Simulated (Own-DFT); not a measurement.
## Calculated data, Hf19Si41 (HfSi2 crystal with substituted atoms, atoms displaced)

All values are calculated (Own-DFT development build). A calculation, not a measurement: plane-wave density functional theory by an unreviewed code, no spin, of a simulated periodic cell, stress positive in tension, run twice, with PBE and with PBEsol, both on files made for PBE, so the change isn't that of files made for PBEsol, hafnium file: forces about 75 meV/angstrom off all-electron values; forces on such cells moved up to 12 meV/angstrom on a denser k mesh; the far tail of each file's local potential was reset to the Coulomb form; each entry is a single point on an unrelaxed cell, so the pressure reflects the starting lattice, taken from the Materials Project, from which strain is counted, and rises with the displacements; printed positions are rounded, which can move forces by about a meV/angstrom; the program, named Own-DFT, is a retired in-house code; no spin-orbit coupling; stress was not checked against mesh or cutoff.

```cif
# cell vector a (Å): -7.2972 7.0724 -1.7824
# cell vector b (Å): 3.6486 7.0873 5.7379
# cell vector c (Å): 3.6486 3.5213 -8.4115
data_Hf19Si41
_symmetry_space_group_name_H-M 'P 1'
_symmetry_Int_Tables_number 1
_cell_length_a 10.3172
_cell_length_b 9.8217
_cell_length_c 9.8217
_cell_angle_alpha 95.948
_cell_angle_beta 82.474
_cell_angle_gamma 82.474
_cell_volume 970.77
loop_
_atom_site_label
_atom_site_type_symbol
_atom_site_fract_x
_atom_site_fract_y
_atom_site_fract_z
_atom_site_occupancy
Hf1 Hf 0.53233 0.54427 0.75711 1
Hf2 Hf 0.27074 0.26081 0.04194 1
Si1 Si 0.41629 0.30689 0.80974 1
Si2 Si 0.37503 0.50487 0.00397 1
Si3 Si 0.27106 0.59078 0.69407 1
Si4 Si 0.52338 0.19508 0.09715 1
Hf3 Hf 0.72881 0.73588 0.96071 1
Hf4 Hf 0.48085 0.44822 0.23712 1
Si5 Si 0.63003 0.50024 0.99371 1
Si6 Si 0.57221 0.69085 0.20403 1
Si7 Si 0.47377 0.79230 0.90312 1
Si8 Si 0.72189 0.40888 0.28832 1
Hf5 Hf 0.91814 0.95283 0.15213 1
Hf6 Hf 0.66949 0.65448 0.44873 1
Si9 Si 0.82014 0.69813 0.19927 1
Si10 Si 0.77004 0.89569 0.39567 1
Si11 Si 0.68292 0.00191 0.10164 1
Si12 Si 0.92846 0.60076 0.49166 1
Hf7 Hf 0.02194 0.54579 0.75369 1
Hf8 Hf 0.76449 0.26412 0.05056 1
Si13 Si 0.91993 0.29986 0.80294 1
Si14 Si 0.87428 0.49589 0.00490 1
Si15 Si 0.77759 0.60146 0.69620 1
Si16 Si 0.03556 0.21014 0.09459 1
Hf9 Hf 0.22173 0.75272 0.96290 1
Hf10 Hf 0.97968 0.44680 0.23977 1
Si17 Si 0.12880 0.50132 0.99017 1
Si18 Si 0.07837 0.70973 0.20190 1
Si19 Si 0.97541 0.79045 0.90177 1
Si20 Si 0.22788 0.39250 0.28987 1
Si21 Si 0.41970 0.94043 0.16414 1
Hf11 Hf 0.17718 0.65204 0.43718 1
Si22 Si 0.32780 0.71202 0.20057 1
Si23 Si 0.26935 0.90428 0.40170 1
Si24 Si 0.17951 0.99873 0.09947 1
Si25 Si 0.42038 0.61068 0.49764 1
Hf12 Hf 0.63047 0.13865 0.34918 1
Hf13 Hf 0.37794 0.85573 0.64753 1
Si26 Si 0.52692 0.90353 0.39618 1
Si27 Si 0.47762 0.10239 0.59768 1
Si28 Si 0.37192 0.20383 0.29986 1
Si29 Si 0.62780 0.79800 0.70353 1
Hf14 Hf 0.81914 0.34588 0.56152 1
Hf15 Hf 0.57786 0.05746 0.84307 1
Si30 Si 0.72043 0.09961 0.59432 1
Si31 Si 0.67758 0.30467 0.79678 1
Si32 Si 0.57704 0.39754 0.49784 1
Si33 Si 0.82896 0.00183 0.89072 1
Hf16 Hf 0.11329 0.14828 0.36598 1
Hf17 Hf 0.86649 0.85796 0.65277 1
Si34 Si 0.02634 0.89792 0.39755 1
Si35 Si 0.97109 0.09793 0.60400 1
Si36 Si 0.88919 0.19886 0.29674 1
Si37 Si 0.13245 0.79852 0.68786 1
Hf18 Hf 0.32416 0.35247 0.55950 1
Hf19 Hf 0.07400 0.06266 0.84360 1
Si38 Si 0.22203 0.10245 0.59652 1
Si39 Si 0.17641 0.29733 0.80485 1
Si40 Si 0.06867 0.39524 0.49330 1
Si41 Si 0.32416 0.00988 0.90149 1
_calc_functional 'PBE, then PBEsol'
_calc_potential_files 'PseudoDojo norm-conserving, scalar-relativistic, standard set'
_calc_wave_cutoff 42  # hartree
_calc_occupations 'cold (Marzari-Vanderbilt)'
_calc_smearing_width 0.2  # eV
_calc_k_mesh '4 x 4 x 4 centred on Gamma'
_calc_PBE_pressure 3.59  # GPa
_calc_PBE_stress_xx -3.19  # GPa
_calc_PBE_stress_yy -4.1  # GPa
_calc_PBE_stress_zz -3.48  # GPa
_calc_PBE_stress_yz 0.2  # GPa
_calc_PBE_stress_xz -0.08  # GPa
_calc_PBE_stress_xy -0.15  # GPa
_calc_PBEsol_pressure 0.42  # GPa
_calc_PBEsol_stress_xx -0.36  # GPa
_calc_PBEsol_stress_yy -0.83  # GPa
_calc_PBEsol_stress_zz -0.07  # GPa
_calc_PBEsol_stress_yz 0.24  # GPa
_calc_PBEsol_stress_xz -0.07  # GPa
_calc_PBEsol_stress_xy -0.15  # GPa
_calc_rms_change_of_force_components_from_PBE_to_PBEsol 0.029  # eV/angstrom
```

Force:
```csv
force element,PBE force x (eV/Å),PBE force y (eV/Å),PBE force z (eV/Å),PBEsol force x (eV/Å),PBEsol force y (eV/Å),PBEsol force z (eV/Å)
Hf,0.513,-1.063,0.759,0.5,-1.033,0.784
Hf,-0.835,0.632,-0.47,-0.813,0.615,-0.473
Si,-1.024,0.137,0.494,-1.03,0.138,0.479
Si,-0.048,0.017,0.22,-0.047,0.026,0.21
Si,0.706,1.43,-0.812,0.693,1.375,-0.871
Si,0.133,-0.12,0.309,0.132,-0.087,0.389
Hf,0.587,0.267,1.273,0.559,0.265,1.289
Hf,1.283,0.254,0.105,1.264,0.25,0.071
Si,0.462,-0.235,-0.354,0.459,-0.232,-0.347
Si,-0.057,0.493,0.636,-0.084,0.482,0.599
Si,0.716,1.013,-0.278,0.699,0.955,-0.315
Si,-0.275,0.826,-0.883,-0.286,0.817,-0.817
Hf,-1.504,0.436,-1.071,-1.487,0.436,-1.034
Hf,-0.57,0.311,0.353,-0.561,0.297,0.317
Si,-0.304,0.456,-0.345,-0.306,0.447,-0.333
Si,-0.178,0.542,-0.307,-0.174,0.549,-0.301
Si,0.437,-1.817,0.329,0.411,-1.769,0.258
Si,0.613,0.043,0.489,0.614,0.063,0.547
Hf,-0.36,-0.281,-0.199,-0.353,-0.26,-0.162
Hf,-2.046,-0.249,-0.148,-2.022,-0.248,-0.177
Si,-0.161,0.234,0.157,-0.172,0.237,0.151
Si,-0.274,0.262,0.359,-0.27,0.26,0.349
Si,-0.102,-0.098,-0.807,-0.109,-0.117,-0.87
Si,0.472,-1.681,0.188,0.463,-1.625,0.252
Hf,-1.24,-1.037,0.654,-1.226,-1.016,0.67
Hf,1.117,1.03,0.706,1.096,1.001,0.648
Si,0.554,0.182,-0.377,0.559,0.185,-0.376
Si,-0.029,-0.913,-0.062,-0.049,-0.916,-0.051
Si,0.162,0.55,0.267,0.16,0.523,0.213
Si,1.428,1.037,0.486,1.44,1.03,0.566
Si,-0.178,-0.063,-0.835,-0.195,-0.034,-0.774
Hf,0.209,0.008,-0.049,0.219,0.008,-0.083
Si,-0.16,-0.419,-0.154,-0.152,-0.468,-0.168
Si,-0.293,0.297,-0.162,-0.273,0.293,-0.185
Si,0.883,0.65,-0.648,0.912,0.589,-0.691
Si,-1.059,-0.338,0.004,-1.061,-0.314,0.058
Hf,0.923,0.868,0.279,0.911,0.863,0.306
Hf,0.232,0.079,0.69,0.225,0.061,0.655
Si,0.299,-0.455,-0.076,0.301,-0.436,-0.105
Si,0.371,-0.135,-0.11,0.381,-0.133,-0.109
Si,-1,-0.728,-1.299,-0.985,-0.706,-1.362
Si,0.892,-0.047,0.657,0.892,-0.024,0.719
Hf,-1.071,-0.073,0.669,-1.064,-0.056,0.689
Hf,-0.003,-0.363,0.09,-0.017,-0.364,0.072
Si,-0.04,0.256,-0.408,-0.043,0.263,-0.41
Si,0.313,-0.547,-0.659,0.316,-0.553,-0.636
Si,0.426,-0.222,-0.081,0.428,-0.226,-0.136
Si,0.867,0.599,-0.297,0.854,0.598,-0.232
Hf,-2.28,0.313,0.135,-2.248,0.319,0.168
Hf,-1.883,-0.053,0.712,-1.859,-0.066,0.662
Si,0.678,-0.142,-0.067,0.692,-0.133,-0.066
Si,0.123,0.005,0.109,0.121,0.006,0.107
Si,2.24,-1.08,0.398,2.231,-1.072,0.339
Si,1.483,0.116,0.057,1.483,0.131,0.115
Hf,-0.816,-1.38,-0.008,-0.799,-1.356,0.031
Hf,-0.639,-0.714,-0.653,-0.633,-0.705,-0.672
Si,0.083,0.314,-0.442,0.093,0.317,-0.436
Si,0.077,-0.206,0.986,0.08,-0.226,0.964
Si,0.122,1.069,-0.757,0.108,1.026,-0.81
Si,-0.975,-0.271,0.246,-0.977,-0.25,0.325
```
